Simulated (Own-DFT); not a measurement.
Si$_{4}$SnGe$_{11}$ (diamond-structure random alloy, strained, atoms displaced) (calculated)

A calculation, not a measurement: plane-wave density functional theory by an unreviewed code, no spin, of a simulated periodic cell, stress positive in tension, run twice, with PBE and with PBEsol, both on files made for PBE, so the change isn't that of files made for PBEsol, forces on such cells moved up to 12 meV/angstrom on a denser k mesh; the far tail of each file's local potential was reset to the Coulomb form; each entry is a single point on an unrelaxed cell, so the pressure reflects the starting lattice, mostly measured values (interpolated for alloys), from which strain is counted, and rises with the displacements; printed positions are rounded, which can move forces by about a meV/angstrom; the program, named Own-DFT, is a retired in-house code; no spin-orbit coupling; stress was not checked against mesh or cutoff. Program: Own-DFT development build.

### Si$_{4}$SnGe$_{11}$ (diamond-structure random alloy, strained, atoms displaced)

```
cell vectors (Å)
  11.4760     0.0000     0.0000
   0.0000    11.4760     0.0000
   0.0000     0.0000    11.3064
atoms (fractions of the cell vectors)
Ge  0.99170  0.99105  0.00324
Ge  0.00458  0.24722  0.24761
Ge  0.25825  0.99665  0.25049
Ge  0.25148  0.24151  0.00701
Si  0.12419  0.12159  0.12612
Si  0.12868  0.37387  0.38103
Ge  0.36596  0.12551  0.37349
Ge  0.37247  0.36982  0.12498
Si  0.00832  0.99571  0.49594
Ge  0.00034  0.25038  0.74680
Ge  0.24529  0.00166  0.75284
Ge  0.25073  0.24455  0.50332
Ge  0.11950  0.13314  0.62289
Ge  0.12842  0.37103  0.87587
Ge  0.37285  0.11515  0.87388
Si  0.37080  0.37745  0.62842
Ge  0.00655  0.50142  0.99964
Ge  0.99950  0.74720  0.25694
Ge  0.25506  0.49895  0.24845
Ge  0.25064  0.74103  0.99540
Si  0.12263  0.62535  0.12814
Ge  0.12627  0.87341  0.37630
Ge  0.37571  0.62634  0.36744
Ge  0.37951  0.87555  0.12443
Ge  0.00213  0.49151  0.50391
Ge  0.00989  0.74358  0.74368
Si  0.24584  0.49794  0.74670
Ge  0.25571  0.74891  0.50074
Si  0.12658  0.62501  0.61953
Si  0.12747  0.87998  0.87773
Si  0.37638  0.61958  0.88310
Sn  0.37796  0.86901  0.62084
Si  0.49490  0.00162  0.99537
Ge  0.50412  0.24981  0.24811
Ge  0.74982  0.99168  0.24919
Ge  0.75543  0.25354  0.99514
Ge  0.61807  0.12755  0.12810
Ge  0.62160  0.37400  0.38000
Ge  0.87042  0.12240  0.37235
Ge  0.87675  0.37489  0.12432
Ge  0.49951  0.99900  0.49761
Ge  0.50152  0.25289  0.74456
Si  0.75396  0.00017  0.74344
Ge  0.74708  0.25316  0.50218
Sn  0.62463  0.12313  0.62624
Ge  0.62545  0.37940  0.87883
Ge  0.88310  0.12292  0.87464
Ge  0.88188  0.38089  0.62020
Si  0.50456  0.50437  0.99449
Ge  0.50473  0.74275  0.23731
Si  0.74074  0.50209  0.25105
Si  0.75094  0.74779  0.00007
Ge  0.62239  0.62731  0.12293
Sn  0.63161  0.87927  0.37431
Ge  0.87822  0.62676  0.37168
Ge  0.88481  0.87964  0.12722
Si  0.49671  0.49622  0.49820
Ge  0.49818  0.75120  0.75163
Ge  0.75810  0.49377  0.74629
Si  0.74612  0.75073  0.50241
Sn  0.62036  0.62165  0.62610
Ge  0.62904  0.87479  0.87030
Ge  0.87552  0.62652  0.87778
Ge  0.87246  0.87390  0.62805
```

Settings of this run: functional PBE, then PBEsol, potential files PseudoDojo norm-conserving, scalar-relativistic, standard set, wave cutoff 49 hartree, occupations Fermi-Dirac, smearing width 0.1 eV and k mesh 3 x 3 x 3 centred on Gamma.

It finds PBE pressure 1.96 GPa; PBE stress xx -1.59 GPa; PBE stress yy -1.65 GPa; PBE stress zz -2.65 GPa; PBE stress yz -0.17 GPa; PBE stress xz 0.83 GPa; PBE stress xy 0.23 GPa; PBEsol pressure -0.56 GPa; PBEsol stress xx 0.93 GPa; PBEsol stress yy 0.88 GPa; PBEsol stress zz -0.12 GPa; PBEsol stress yz -0.15 GPa; PBEsol stress xz 0.78 GPa; PBEsol stress xy 0.22 GPa; rms change of force components from PBE to PBEsol 0.046 eV/Å.

Force:
```csv
force element,PBE force x (eV/Å),PBE force y (eV/Å),PBE force z (eV/Å),PBEsol force x (eV/Å),PBEsol force y (eV/Å),PBEsol force z (eV/Å)
Ge,2.3,1.445,-0.986,2.17,1.401,-0.939
Ge,-0.024,0.23,0.611,-0.084,0.226,0.59
Ge,-1.359,0.007,-0.517,-1.281,-0.014,-0.47
Ge,-0.31,-0.193,-0.675,-0.265,-0.155,-0.682
Si,0.033,-0.603,0.017,0.033,-0.587,0.019
Si,0.133,-0.282,-0.708,0.127,-0.28,-0.687
Ge,1.415,0.155,0.116,1.367,0.134,0.117
Ge,0.991,0.712,-0.455,0.931,0.659,-0.409
Si,-1.278,0.609,0.576,-1.248,0.595,0.564
Ge,-0.173,0.499,0.435,-0.151,0.476,0.418
Ge,-0.764,0.117,-0.366,-0.698,0.156,-0.371
Ge,0.012,1.334,0.034,0.001,1.222,0.031
Ge,0.227,-1.55,-0.105,0.253,-1.46,-0.075
Ge,0.249,0.114,-0.105,0.2,0.089,-0.073
Ge,0.37,1.295,-0.005,0.31,1.281,-0.035
Si,0.237,0.045,-0.563,0.242,-0.034,-0.556
Ge,-0.37,0.059,0.286,-0.394,0.019,0.243
Ge,0.829,0.398,-1.042,0.774,0.414,-0.973
Ge,-1.228,-0.07,0.157,-1.127,-0.066,0.153
Ge,-0.492,0.886,0.728,-0.456,0.889,0.736
Si,0.473,-0.135,-0.05,0.464,-0.132,-0.053
Ge,0.487,-0.027,-0.045,0.509,-0.063,-0.074
Ge,0.551,-0.388,0.524,0.51,-0.353,0.476
Ge,-0.079,-0.448,-0.898,-0.098,-0.461,-0.826
Ge,1.104,1.598,-1.334,1.007,1.536,-1.273
Ge,-0.498,0.967,0.939,-0.546,0.95,0.92
Si,0.496,0.51,0.35,0.441,0.474,0.387
Ge,-1.884,-1.671,-1.553,-1.795,-1.586,-1.543
Si,0.552,-0.778,0.095,0.499,-0.725,0.059
Si,-0.314,-1.051,-0.21,-0.309,-1.028,-0.204
Si,-0.118,-0.159,-1.486,-0.138,-0.073,-1.465
Sn,-0.47,1.556,1.153,-0.448,1.506,1.112
Si,1.005,-0.443,0.435,0.976,-0.435,0.426
Ge,-1.013,0.298,0.854,-0.98,0.28,0.82
Ge,1.481,2.496,-2.055,1.447,2.426,-1.978
Ge,-0.504,-0.616,0.545,-0.479,-0.58,0.529
Ge,1.078,-0.959,-1.311,1.054,-0.896,-1.231
Ge,0.085,0.559,-0.476,0.087,0.477,-0.461
Ge,0.799,0.006,0.335,0.745,0.025,0.297
Ge,-0.168,0.603,0.419,-0.139,0.552,0.366
Ge,-1.048,1.203,-1.057,-1.012,1.162,-1.024
Ge,-1.518,1.065,1.708,-1.432,0.997,1.675
Si,0.899,-0.704,1.75,0.887,-0.701,1.712
Ge,1.476,0.541,-0.891,1.422,0.522,-0.873
Sn,0.181,-0.158,-0.168,0.129,-0.101,-0.209
Ge,0.124,-0.31,-0.732,0.173,-0.34,-0.747
Ge,-1.031,-0.185,-0.496,-0.981,-0.151,-0.456
Ge,-1.019,-1.55,0.756,-0.99,-1.491,0.737
Si,-0.672,-0.483,0.796,-0.598,-0.515,0.824
Ge,-1.068,1.039,1.183,-1.042,1.002,1.136
Si,0.811,-0.254,-0.071,0.793,-0.249,-0.071
Si,0.246,0.664,0.157,0.237,0.646,0.151
Ge,1.191,-1.155,-1.061,1.109,-1.077,-0.984
Sn,-1.532,-2.011,0.351,-1.522,-1.9,0.299
Ge,-1.427,-0.855,1.055,-1.331,-0.808,1.015
Ge,-1.878,-2.03,0.663,-1.801,-1.928,0.663
Si,-1.347,-0.549,-0.423,-1.283,-0.511,-0.452
Ge,0.025,-0.881,2.41,0.06,-0.825,2.301
Ge,-0.002,0.196,1.166,-0.002,0.188,1.13
Si,2.018,-0.401,0.055,1.986,-0.392,0.059
Sn,0.512,-0.354,-0.253,0.498,-0.333,-0.174
Ge,0.1,0.423,0.651,0.058,0.38,0.597
Ge,0.289,-0.157,-0.362,0.318,-0.198,-0.384
Ge,0.806,-0.22,-0.853,0.809,-0.241,-0.81
```
